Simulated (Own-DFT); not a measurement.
## Calculated data, Si3N4 (beta silicon nitride, atoms displaced)

A calculation, not a measurement: plane-wave PBE density functional theory by an unreviewed code, no spin, of a simulated periodic cell, stress positive in tension, free energy of the whole cell less one offset for each atom, forces on such cells passed a denser k mesh, this cell's mesh not checked; offsets are fitted by least squares, one for each functional and potential file, so energies compare only between cells with the same atoms and settings and are not formation energies; the far tail of each file's local potential was reset to the Coulomb form; each entry is a single point on an unrelaxed cell, so the pressure reflects the starting lattice, mostly measured values (interpolated for alloys), from which strain is counted, and rises with the displacements; printed positions are rounded, which can move forces by about a meV/angstrom; the program, named Own-DFT, is a retired in-house code; no spin-orbit coupling. Program: Own-DFT development build.

Common to all runs: functional PBE; potential files PseudoDojo norm-conserving, scalar-relativistic, standard set; wave cutoff 42 hartree; occupations Fermi-Dirac; smearing width 0.1 eV; k mesh 3 x 3 x 3 centred on Gamma.

(1) Si3N4 (beta silicon nitride, atoms displaced)

```xyz
42
Lattice="7.6060 0.0000 0.0000 -3.8030 6.5870 0.0000 0.0000 0.0000 8.7270" Properties=species:S:1:pos:R:3 Si3N4
Si    -1.6218     5.0622     0.7355
Si     0.2293     2.6898     0.7211
Si     1.3708     5.4417     0.7463
Si     5.4167     1.5228     2.2168
Si     3.6179     3.9242     2.1746
Si     2.4002     1.1129     2.2063
N      2.4081     0.2606     0.7284
N      6.2357     1.9983     0.7220
N      2.7909     4.3841     0.7121
N      1.3879     6.3933     2.1628
N     -2.4217     4.6371     2.1858
N      1.0583     2.2058     2.2138
N      0.0092     4.3936     0.7179
N      3.8088     2.2145     2.2256
Si    -1.6103     5.0810     3.6174
Si     0.1863     2.6841     3.6279
Si     1.4149     5.4280     3.6399
Si     5.3920     1.5356     5.0968
Si     3.5776     3.9327     5.0950
Si     2.3905     1.1510     5.0602
N      2.4081     0.2048     3.6476
N      6.2543     1.9694     3.6107
N      2.7986     4.3988     3.6230
N      1.3991     6.3397     5.0809
N     -2.4355     4.6003     5.1302
N      1.0496     2.1715     5.0915
N     -0.0398     4.4180     3.6190
N      3.7809     2.2052     5.0802
Si    -1.5890     5.0897     6.5413
Si     0.2360     2.6418     6.5639
Si     1.4200     5.4279     6.5585
Si     5.4518     1.5065     7.9767
Si     3.5996     3.9188     7.9983
Si     2.3914     1.1774     7.9910
N      2.3973     0.2170     6.5129
N      6.2252     1.9503     6.5753
N      2.8054     4.3831     6.5435
N      1.4067     6.3662     8.0262
N     -2.4239     4.6107     8.0482
N      1.0441     2.2099     7.9927
N     -0.0223     4.4047     6.5654
N      3.8035     2.2047     7.9772
```

Results for Si3N4 (beta silicon nitride, atoms displaced): free energy of cell above offsets -7.251 eV; pressure 5.69 GPa; stress xx -5.09 GPa; stress yy -4.42 GPa; stress zz -7.56 GPa; stress yz -0.76 GPa; stress xz -0.38 GPa; stress xy 0.35 GPa.

Force:
```tsv
element	x (eV/Å)	y (eV/Å)	z (eV/Å)
Si	1.619	0.956	-0.108
Si	-0.051	-0.041	0.809
Si	0.474	-0.715	-0.458
Si	-1.217	0.236	-1.907
Si	-0.725	-0.807	-0.267
Si	1.2	2.028	-0.492
N	-0.488	-1.931	-0.157
N	0.348	-0.28	0.373
N	-0.667	0.781	0.678
N	0.376	-0.106	1.137
N	-0.452	-0.022	-0.018
N	-0.733	-0.055	-0.754
N	-0.643	0.313	0.23
N	0.193	-0.884	-0.172
Si	0.067	-0.273	1.529
Si	1.287	0.762	0.365
Si	-1.1	-0.304	-0.799
Si	-0.662	-0.549	-0.237
Si	0.581	-0.967	-0.36
Si	1.481	0.22	0.84
N	-0.406	-0.658	-0.319
N	-0.42	-0.317	1.68
N	-0.313	0.599	0.171
N	0.502	1.686	0.553
N	0.136	0.284	-1.346
N	-1.764	0.888	-0.197
N	1.285	-0.627	0.124
N	0.584	-0.348	-0.016
Si	-0.136	-0.348	0.887
Si	-0.757	1.512	-0.933
Si	-1.104	-0.432	0.139
Si	-2.458	-0.043	1.975
Si	0.289	-0.809	0.205
Si	1.832	-0.271	-0.305
N	-0.355	0.063	0.822
N	1.404	0.388	-1.889
N	-0.885	0.88	0.266
N	0.394	0.498	-0.78
N	-0.11	0.345	-1.6
N	-0.464	-0.138	0.456
N	1.228	-0.921	-0.177
N	0.631	-0.592	0.053
```

(2) Si3N4 (beta silicon nitride, atoms displaced)

```xyz
42
Lattice="7.6060 0.0000 0.0000 -3.8030 6.5870 0.0000 0.0000 0.0000 8.7270" Properties=species:S:1:pos:R:3 Si3N4
Si    -1.6176     5.0597     0.6877
Si     0.2109     2.6643     0.7361
Si     1.3737     5.4295     0.7302
Si     5.4160     1.5151     2.1925
Si     3.6064     3.9018     2.1902
Si     2.4310     1.1633     2.1899
N      2.4383     0.2049     0.7244
N      6.2255     1.9806     0.7578
N      2.7876     4.3886     0.6913
N      1.4150     6.3871     2.1652
N     -2.4409     4.5983     2.1840
N      1.0142     2.1662     2.2156
N     -0.0233     4.4042     0.6971
N      3.8076     2.2145     2.1905
Si    -1.6237     5.0504     3.6421
Si     0.2005     2.6367     3.6718
Si     1.3744     5.4396     3.6391
Si     5.4271     1.5200     5.0954
Si     3.5847     3.9281     5.1032
Si     2.3887     1.0973     5.0668
N      2.3854     0.2127     3.6507
N      6.2262     2.0054     3.6618
N      2.7609     4.4078     3.6158
N      1.3968     6.3856     5.0909
N     -2.4440     4.5941     5.0828
N      1.0670     2.1633     5.0623
N      0.0021     4.4395     3.6278
N      3.7656     2.1689     5.1048
Si    -1.5994     5.0502     6.5590
Si     0.2091     2.6495     6.5412
Si     1.3918     5.4689     6.5223
Si     5.4068     1.5358     8.0111
Si     3.6073     3.9289     7.9748
Si     2.4246     1.1389     7.9880
N      2.3747     0.2109     6.5403
N      6.2400     1.9866     6.5413
N      2.7879     4.4006     6.5245
N      1.3882     6.3615     7.9833
N     -2.4166     4.5923     8.0292
N      1.0077     2.1792     8.0050
N     -0.0280     4.3898     6.5339
N      3.8211     2.1869     7.9855
```

The calculation gives: free energy of cell above offsets -7.449 eV; pressure 5.41 GPa; stress xx -6.13 GPa; stress yy -3.49 GPa; stress zz -6.61 GPa; stress yz -0.5 GPa; stress xz 0.22 GPa; stress xy -0.81 GPa.

Force:
```tsv
element	x (eV/Å)	y (eV/Å)	z (eV/Å)
Si	0.987	0.517	2.261
Si	0.182	0.732	0.335
Si	0.101	-0.448	-0.577
Si	-0.873	0.289	0.216
Si	-1.002	0.463	-0.645
Si	0.105	-0.142	-0.088
N	-0.503	-0.116	0.098
N	0.314	-0.058	-0.724
N	-0.294	0.382	0.852
N	0.126	0.124	0.579
N	0.577	0.515	-0.431
N	-0.182	-0.021	-0.721
N	0.428	-0.694	0.285
N	0.365	-1.05	0.018
Si	0.895	0.446	-0.483
Si	0.725	2.001	-0.849
Si	0.16	0.015	-0.486
Si	-2.126	0.345	0.269
Si	-0.446	-1.628	-1.293
Si	1.447	1.335	0.997
N	-0.195	-1.391	-1.32
N	-0.242	-0.499	-0.482
N	0.401	0.086	0.624
N	0.426	0.523	-0.453
N	0.299	0.335	0.675
N	-1.626	0.584	1.281
N	-0.675	-1.863	0.16
N	1.168	0.366	-0.132
Si	0.028	0.364	-0.532
Si	0.837	0.976	-0.285
Si	-0.704	-1.538	0.594
Si	-0.269	-0.751	-0.075
Si	-0.705	-1.031	0.38
Si	0.238	0.752	0.299
N	-0.31	-1.2	0.159
N	-0.203	-0.415	0.329
N	-0.585	0.775	0.64
N	0.44	1.196	0.396
N	-0.597	-0.013	-1.718
N	0.457	-0.516	-0.069
N	1.262	-0.213	-0.12
N	-0.435	0.465	0.036
```

(3) Si3N4 (beta silicon nitride, atoms displaced)

```xyz
42
Lattice="7.6060 0.0000 0.0000 -3.8030 6.5870 0.0000 0.0000 0.0000 8.7270" Properties=species:S:1:pos:R:3 Si3N4
Si    -1.6306     5.0170     0.7181
Si     0.2231     2.6873     0.7489
Si     1.3737     5.4726     0.7487
Si     5.4302     1.5136     2.2085
Si     3.5799     3.9189     2.1716
Si     2.4194     1.1417     2.1741
N      2.4534     0.2085     0.7272
N      6.2329     2.0027     0.7396
N      2.7768     4.3732     0.7660
N      1.4049     6.3779     2.1601
N     -2.4105     4.5968     2.1931
N      0.9808     2.2275     2.1412
N      0.0004     4.3615     0.7243
N      3.8073     2.1898     2.1562
Si    -1.6028     5.0717     3.6304
Si     0.2680     2.6648     3.6119
Si     1.3759     5.4412     3.5884
Si     5.4205     1.5246     5.0912
Si     3.6196     3.9425     5.1218
Si     2.4090     1.0727     5.0670
N      2.4393     0.2072     3.6586
N      6.2177     2.0222     3.6296
N      2.7805     4.4144     3.6271
N      1.4003     6.3393     5.0716
N     -2.4428     4.6545     5.1277
N      1.0005     2.1911     5.1111
N     -0.0189     4.4013     3.6382
N      3.8128     2.2043     5.1229
Si    -1.6028     5.0995     6.5536
Si     0.2008     2.6482     6.5549
Si     1.4171     5.4385     6.5513
Si     5.4016     1.4717     8.0150
Si     3.5872     3.9036     8.0189
Si     2.4398     1.1731     8.0263
N      2.4299     0.2163     6.5506
N      6.2313     1.9706     6.5422
N      2.7500     4.3884     6.5312
N      1.3977     6.3722     8.0051
N     -2.4095     4.5844     7.9859
N      1.0038     2.2097     8.0106
N     -0.0128     4.3812     6.5418
N      3.8021     2.2004     8.0161
```

It finds free energy of cell above offsets -6.997 eV; pressure 5.67 GPa; stress xx -3.45 GPa; stress yy -4.86 GPa; stress zz -8.69 GPa; stress yz -0.69 GPa; stress xz -0.51 GPa; stress xy -0.43 GPa.

Force:
```tsv
element	x (eV/Å)	y (eV/Å)	z (eV/Å)
Si	1.747	0.8	0.218
Si	-1.114	0.207	-2.009
Si	-0.406	-2.261	-1.045
Si	-1.031	0.779	-0.898
Si	0.665	-0.897	1.28
Si	0.283	0.968	0.02
N	-0.748	-1.271	0.179
N	-0.289	-0.701	-0.171
N	-0.809	1.202	-1.459
N	0.227	1.077	0.662
N	-0.888	0.144	-0.261
N	2.702	-2.192	1.645
N	-0.101	1.88	0.113
N	-0.024	-0.134	0.362
Si	0.387	-0.652	0.724
Si	-1.691	1.241	1.318
Si	-0.186	-0.965	1.45
Si	-1.027	-0.471	-0.115
Si	-1.086	-1.218	-1.062
Si	0.649	3.584	1.961
N	-0.646	-0.837	-2.055
N	0.928	-0.31	0.423
N	0.229	0.008	0.241
N	0.402	1.627	0.062
N	0.35	0.379	-1.054
N	1.221	-1.336	-1.073
N	0.58	-0.297	-0.267
N	-0.391	-0.48	-0.343
Si	1.302	-0.77	0.113
Si	-0.026	1.332	0.047
Si	-1.873	-0.856	-0.73
Si	0.032	1.908	-0.178
Si	-0.248	-0.014	-0.533
Si	-0.705	0.208	-0.801
N	-0.41	-0.114	0.606
N	-0.345	-0.636	0.656
N	1.029	-0.059	1.315
N	0.327	-0.176	0.119
N	-1.113	0.143	0.273
N	1.107	-1.13	0.162
N	0.307	0.535	0.127
N	0.683	-0.241	-0.022
```

(4) Si3N4 (beta silicon nitride, atoms displaced)

```xyz
42
Lattice="7.6060 0.0000 0.0000 -3.8030 6.5870 0.0000 0.0000 0.0000 8.7270" Properties=species:S:1:pos:R:3 Si3N4
Si    -1.6049     5.0716     0.7303
Si     0.2556     2.6697     0.7020
Si     1.3858     5.4241     0.7272
Si     5.4015     1.5038     2.1624
Si     3.5846     3.8978     2.1613
Si     2.3789     1.1319     2.2095
N      2.4338     0.2151     0.7517
N      6.2005     1.9863     0.7253
N      2.8051     4.4264     0.7610
N      1.4315     6.3867     2.1916
N     -2.4131     4.5734     2.1750
N      1.0262     2.1699     2.1564
N     -0.0076     4.3854     0.7240
N      3.8071     2.2094     2.1561
Si    -1.6127     5.0294     3.6226
Si     0.2303     2.6682     3.6610
Si     1.3903     5.4643     3.6133
Si     5.4135     1.5260     5.1270
Si     3.5953     3.9128     5.0649
Si     2.4239     1.1196     5.0667
N      2.4110     0.1926     3.6100
N      6.1957     2.0061     3.6166
N      2.7907     4.3916     3.6329
N      1.3871     6.3995     5.1052
N     -2.3534     4.5976     5.0835
N      1.0131     2.1893     5.0855
N      0.0377     4.3714     3.6461
N      3.8222     2.2286     5.1014
Si    -1.5860     5.0745     6.5553
Si     0.2248     2.6859     6.5594
Si     1.4007     5.4923     6.5473
Si     5.4114     1.4973     8.0230
Si     3.5981     3.9376     8.0075
Si     2.4002     1.1169     7.9816
N      2.4272     0.2175     6.5429
N      6.2322     1.9712     6.5611
N      2.7783     4.3848     6.5520
N      1.3878     6.3557     7.9994
N     -2.4357     4.5737     7.9887
N      1.0401     2.2295     7.9382
N     -0.0108     4.3792     6.5523
N      3.7912     2.1796     8.0047
```

It finds free energy of cell above offsets -7.219 eV; pressure 5.5 GPa; stress xx -2.73 GPa; stress yy -5.52 GPa; stress zz -8.24 GPa; stress yz 0.9 GPa; stress xz -1.37 GPa; stress xy 0.99 GPa.

Force:
```tsv
element	x (eV/Å)	y (eV/Å)	z (eV/Å)
Si	0.382	-0.413	-0.197
Si	-1.399	0.255	0.05
Si	-0.348	-0.218	0.328
Si	-0.633	1.094	0.646
Si	0.57	-0.282	1.117
Si	1.769	1.333	-1.18
N	-0.747	-0.835	-0.867
N	1.785	0.161	-0.149
N	-0.666	0.471	-1.288
N	-0.086	-0.144	-0.903
N	-0.356	0.361	-0.148
N	-0.428	0.035	0.699
N	0.349	0.104	0.039
N	-0.653	-1.328	0.28
Si	1.721	-0.011	-0.144
Si	-1.001	0.136	-1.253
Si	-0.063	-1.234	1.204
Si	-0.476	0.727	-1.226
Si	0.552	0.327	0.98
Si	0.538	1.661	0.388
N	-0.286	-0.847	0.898
N	0.98	-0.219	0.757
N	-0.417	0.797	-0.35
N	0.276	0.094	-0.773
N	-1.982	-0.259	0.427
N	0.927	-1.084	0.482
N	-0.643	1.017	-0.28
N	-0.62	-1.548	-0.16
Si	0.373	-0.557	-0.28
Si	-0.91	0.469	-1.529
Si	-0.61	-2.63	-0.323
Si	-1.225	0.686	-0.597
Si	-0.684	-1.703	-0.196
Si	1.027	1.68	0.849
N	-0.484	-1.064	-0.418
N	0.579	-0.134	0.402
N	-0.215	0.949	-0.508
N	0.395	0.957	0.687
N	0.934	1.152	0.416
N	0.811	-1.307	2.066
N	0.807	1.193	0.06
N	0.156	0.156	-0.006
```

(5) Si3N4 (beta silicon nitride, atoms displaced)

```xyz
42
Lattice="7.6060 0.0000 0.0000 -3.8030 6.5870 0.0000 0.0000 0.0000 8.7270" Properties=species:S:1:pos:R:3 Si3N4
Si    -1.6260     5.0906     0.7490
Si     0.2142     2.6696     0.7345
Si     1.3895     5.4534     0.7386
Si     5.4068     1.4901     2.1936
Si     3.5711     3.9447     2.1774
Si     2.3839     1.1504     2.1526
N      2.3914     0.2130     0.7050
N      6.2297     1.9909     0.7375
N      2.8030     4.3771     0.7208
N      1.4059     6.3682     2.1912
N     -2.4015     4.5876     2.1798
N      1.0281     2.1726     2.1705
N      0.0101     4.3787     0.6885
N      3.7809     2.2191     2.2054
Si    -1.6002     5.0892     3.6505
Si     0.2304     2.6749     3.6433
Si     1.3975     5.4917     3.6379
Si     5.3950     1.5201     5.1033
Si     3.5765     3.9121     5.0889
Si     2.4217     1.1606     5.0900
N      2.4000     0.2243     3.6281
N      6.2415     1.9892     3.6332
N      2.7639     4.3875     3.6144
N      1.3986     6.3655     5.1112
N     -2.4104     4.6032     5.0725
N      1.0607     2.2131     5.1114
N      0.0091     4.3794     3.6252
N      3.8336     2.2266     5.0561
Si    -1.5818     5.0601     6.5239
Si     0.2107     2.6318     6.5363
Si     1.3593     5.4256     6.5434
Si     5.4298     1.5163     7.9780
Si     3.5724     3.9345     7.9890
Si     2.4338     1.1132     7.9751
N      2.3948     0.2192     6.5191
N      6.2434     1.9634     6.5668
N      2.7933     4.3948     6.5346
N      1.4319     6.3738     7.9740
N     -2.3735     4.6014     7.9888
N      1.0100     2.1800     8.0016
N      0.0257     4.3965     6.5516
N      3.8449     2.1938     7.9936
```

It finds free energy of cell above offsets -7.397 eV; pressure 5.43 GPa; stress xx -3.33 GPa; stress yy -5 GPa; stress zz -7.96 GPa; stress yz 0.42 GPa; stress xz 0.58 GPa; stress xy 0.17 GPa.

Force:
```tsv
element	x (eV/Å)	y (eV/Å)	z (eV/Å)
Si	1.526	-1.085	-0.966
Si	-0.181	0.424	-0.379
Si	-0.329	-1.385	-1.026
Si	-0.907	1.811	-0.424
Si	1.128	-1.342	0.127
Si	1.494	0.718	0.516
N	-0.073	-0.431	0.4
N	-0.123	-0.687	-0.084
N	-1.197	1.399	-0.071
N	0.207	0.796	-0.463
N	-0.804	0.428	0.572
N	-0.621	0.126	0.449
N	-0.213	1.084	0.517
N	0.548	-1.054	-0.262
Si	0.904	-0.701	-0.804
Si	0.011	0.358	-0.274
Si	-0.732	-2.478	0.495
Si	0.306	0.258	-0.341
Si	0.539	0.229	-0.599
Si	0.908	0.629	-0.554
N	-0.216	-0.332	0.008
N	-0.003	-0.686	0.583
N	-0.292	0.975	0.81
N	0.224	1.256	-0.416
N	-0.709	0.023	0.547
N	-0.345	-0.346	-0.724
N	0.075	1.171	0.122
N	-0.777	-1.172	0.376
Si	0.396	-0.102	0.348
Si	0.389	1.494	0.778
Si	0.9	-0.498	0.212
Si	-0.686	0.113	1.452
Si	1.653	-1.094	-0.076
Si	0.204	2.037	0.248
N	-0.009	-0.921	0.014
N	0.184	-0.048	-1.403
N	-0.72	0.714	0.02
N	0.074	0.336	0.86
N	-1.48	-0.03	0.032
N	0.882	-0.835	-0.148
N	-1.013	-0.998	-0.299
N	-1.122	-0.156	-0.176
```

(6) Si3N4 (beta silicon nitride, atoms displaced)

```xyz
42
Lattice="7.6060 0.0000 0.0000 -3.8030 6.5870 0.0000 0.0000 0.0000 8.7270" Properties=species:S:1:pos:R:3 Si3N4
Si    -1.6009     5.0808     0.6676
Si     0.2463     2.6670     0.7476
Si     1.4110     5.4416     0.6977
Si     5.4383     1.5145     2.1598
Si     3.5667     3.9306     2.1578
Si     2.3788     1.1444     2.1774
N      2.4142     0.2147     0.7324
N      6.2492     1.9486     0.7650
N      2.7534     4.4082     0.7259
N      1.3619     6.3885     2.1807
N     -2.4476     4.6197     2.1786
N      1.0193     2.2328     2.1807
N     -0.0169     4.4074     0.7357
N      3.8067     2.1857     2.1946
Si    -1.6065     5.0953     3.6376
Si     0.2327     2.6709     3.6267
Si     1.3790     5.4468     3.6274
Si     5.4108     1.4897     5.1071
Si     3.5664     3.9242     5.0772
Si     2.4256     1.1208     5.0832
N      2.4419     0.2317     3.6366
N      6.2356     1.9884     3.6641
N      2.8002     4.3664     3.6530
N      1.3871     6.3772     5.0983
N     -2.4376     4.6135     5.0712
N      1.0573     2.1754     5.0682
N      0.0251     4.3793     3.6060
N      3.8211     2.1946     5.0284
Si    -1.5936     5.0674     6.5716
Si     0.1863     2.6540     6.5286
Si     1.3932     5.4461     6.5575
Si     5.3903     1.5110     7.9886
Si     3.6091     3.9778     8.0040
Si     2.3844     1.1165     7.9857
N      2.4303     0.2310     6.5437
N      6.2260     1.9893     6.5722
N      2.7478     4.3779     6.5446
N      1.4102     6.3862     8.0144
N     -2.4052     4.6241     8.0029
N      1.0239     2.2270     8.0098
N     -0.0149     4.4022     6.5592
N      3.8088     2.2161     8.0304
```

It finds free energy of cell above offsets -7.062 eV; pressure 5.49 GPa; stress xx -4.1 GPa; stress yy -4.37 GPa; stress zz -8.01 GPa; stress yz 0.79 GPa; stress xz 0.15 GPa; stress xy 0.19 GPa.

Force:
```tsv
element	x (eV/Å)	y (eV/Å)	z (eV/Å)
Si	0.907	-0.184	3.103
Si	-1.537	1.28	-0.844
Si	-1.908	-0.115	1.554
Si	-1.832	0.356	1.827
Si	0.946	-1.543	1.066
Si	1.772	1.224	0.144
N	-0.688	-0.485	-0.616
N	0.853	0.265	-1.929
N	0.704	0.135	-0.515
N	0.742	-0.238	-0.321
N	0.345	0.643	-0.759
N	1.113	-1.276	0.193
N	0.697	-0.243	-0.346
N	-0.334	0.265	-0.451
Si	0.741	-0.957	-0.659
Si	-0.804	0.491	0.67
Si	0.235	-0.817	-0.051
Si	-0.696	1.273	-0.641
Si	1.03	-1.366	0.557
Si	1.063	1.835	-0.071
N	-0.709	-1.29	-0.377
N	0.493	-0.443	-0.536
N	-1.712	1.617	-1.18
N	0.348	-0.209	0.126
N	0.188	0.556	1.247
N	-0.782	0.005	0.796
N	-0.936	0.684	0.4
N	-0.286	-0.276	0.885
Si	0.276	0.137	-1.935
Si	1.249	1.015	0.187
Si	-0.859	-0.671	-0.282
Si	-0.333	0.891	1.466
Si	-0.752	-2.176	-0.253
Si	1.137	2.487	0.853
N	-0.527	-1.581	0.012
N	-0.188	-0.558	-0.689
N	0.569	0.522	0.235
N	0.237	0.168	-0.922
N	-1.164	-0.036	-0.778
N	0.339	-1.028	-0.627
N	0.484	-0.311	-0.156
N	-0.421	-0.042	-0.382
```
